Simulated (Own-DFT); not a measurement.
# PBE and HSE06 on the same vacancies: monoclinic HfO2, Hf32O62

All values are computed. Each geometry was run twice at fixed positions with Own-DFT, a retired in-house plane-wave program that no person has reviewed: with PBE, and with HSE06 (exact exchange share 0.25 at short range, screening 0.11 per bohr, Gygi-Baldereschi treatment of its divergence). Both used PseudoDojo norm-conserving files made for PBE, a cutoff of 48 hartree, the Gamma point alone, fixed occupations, a neutral cell and no spin. One k point on a cell 10.1 Å thick isn't converged, and results move with the size of the cell. The hafnium file keeps the 4f electrons in the core, and its forces lie about 75 meV/Å off all-electron values. The oxygen file's force components were 24 meV/Å off all-electron values in a glass.

Cell vectors in Å: (10.234, 0.000, 0.000); (0.000, 10.350, 0.000); (-1.696, 0.000, 10.445). Atoms were moved at random from their ideal sites, and each line below averages several runs of one case and one width of the moves; u² is the mean square move along one axis. E is the PBE energy of the cell and D the HSE06 energy less the PBE one, each over its lowest single run, with the standard error of the mean. Within a case the pair of sites differs from run to run.

- A: two O taken from sites with three and four neighbours, under 3.2 Å apart
- B: two O taken from sites with four and four neighbours, under 3.2 Å apart
- C: two O taken from sites with three and three neighbours, under 3.2 Å apart

| case | runs | u² (Å²) | E (eV) | error of E | D (eV) | error of D |
|---|---|---|---|---|---|---|
| A | 14 | 0.000959 | 0.505 | 0.081 | 0.089 | 0.010 |
| A | 14 | 0.002449 | 4.009 | 0.166 | 0.262 | 0.019 |
| A | 14 | 0.006321 | 13.289 | 0.326 | 0.721 | 0.033 |
| B | 14 | 0.000887 | 0.321 | 0.056 | 0.115 | 0.010 |
| B | 14 | 0.002453 | 4.141 | 0.227 | 0.323 | 0.027 |
| B | 14 | 0.006338 | 13.404 | 0.424 | 0.769 | 0.044 |
| C | 14 | 0.000896 | 0.622 | 0.060 | 0.054 | 0.010 |
| C | 14 | 0.002506 | 4.383 | 0.178 | 0.265 | 0.019 |
| C | 14 | 0.006384 | 13.675 | 0.467 | 0.704 | 0.037 |

Q: how do the cases differ under PBE, and what does HSE06 change?

## Solution

Fit E and D each to a + b u², with one a for each case and lines weighted by their errors. Against A, in eV:

```
case,PBE,change by HSE06,HSE06
B,0.00 ± 0.09,0.039 ± 0.012,0.04 ± 0.09
C,0.27 ± 0.09,-0.023 ± 0.012,0.24 ± 0.09
```

Under PBE no case is told apart from A by three errors. D is known much better than E, because both runs of a geometry share the same random moves. HSE06 moves B up against A. The slope b is 2383 ± 38 eV/Å² for E and 120 ± 4 for D, so at this fixed cell HSE06 makes random moves about 5 % costlier. The vacancies are unrelaxed, and relaxation differs between sites.
